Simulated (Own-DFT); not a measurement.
# One cell, two functionals

Calculated results; nothing here was measured. The program, named Own-DFT, is a retired in-house plane-wave density functional code that no person has reviewed. Each row is one single-point run on a periodic cell that was not relaxed, without spin or spin-orbit coupling.

Known limits, some of them of some rows only: forces on such cells failed a check on a denser k mesh; forces on such cells passed a denser k mesh, each cell not checked; stress not checked against mesh or cutoff.

Each cell was run twice at the same cutoff, k mesh and smearing, with PBE and with PBEsol, on PseudoDojo norm-conserving files made for PBE. Atoms were moved at random from their sites; u is the rms move along one axis. Files made for PBEsol would give a somewhat different change.

```
cell,atoms,volume (Å³/atom),u (Å),cutoff (hartree),P with PBE (GPa),P with PBEsol (GPa),change (GPa)
C11b WSi2 (Si20W10),30,13.44,0.128,50,17.64,13.49,-4.15
C11b WSi2 (Si20W10),30,13.31,0.048,50,9.01,4.89,-4.12
C11b WSi2 (Si20W10),30,13.33,0.052,50,8.81,?,?
D0_22 TiAl3 with two Ti on an Al site each (Al28Ti12),40,15.63,0.051,42,3.75,1.63,-2.11
D0_22 TiAl3 with two Ti on an Al site each (Al28Ti12),40,15.63,0.050,42,3.60,1.48,-2.12
D0_22 TiAl3 with two Ti on an Al site each (Al28Ti12),40,15.63,0.051,42,3.74,1.63,-2.11
L1_0 TiAl (Al16Ti16),32,16.06,0.143,42,7.71,4.85,-2.86
L1_0 TiAl (Al16Ti16),32,15.91,0.048,42,3.03,0.14,-2.89
L1_0 TiAl (Al16Ti16),32,16.06,0.047,42,1.78,-1.06,-2.84
wurtzite AlGaN with randomly placed atoms (Al27Ga9N36),72,10.68,0.030,42,5.03,1.91,-3.12
wurtzite AlGaN with randomly placed atoms (Al27Ga9N36),72,10.68,0.032,42,5.33,2.21,-3.12
wurtzite AlGaN with randomly placed atoms (Al27Ga9N36),72,10.68,0.030,42,5.31,2.17,-3.14
```

## Worked reading

Mean change of pressure by composition, in GPa: Si2W, -4.13; Al3GaN4, -3.13; AlTi, -2.86; Al7Ti3, -2.11. At a fixed cell PBEsol gives the lower pressure, because it favours a smaller volume than PBE. Here the change varies more between materials than between cells of one material.

## Withheld value

Question: what PBEsol pressure should the Si20W10 cell with the blank give?

Adding the mean change of the cells with its composition, -4.13 GPa, to 8.81 gives 4.7 GPa. The calculation gave 4.66 GPa.
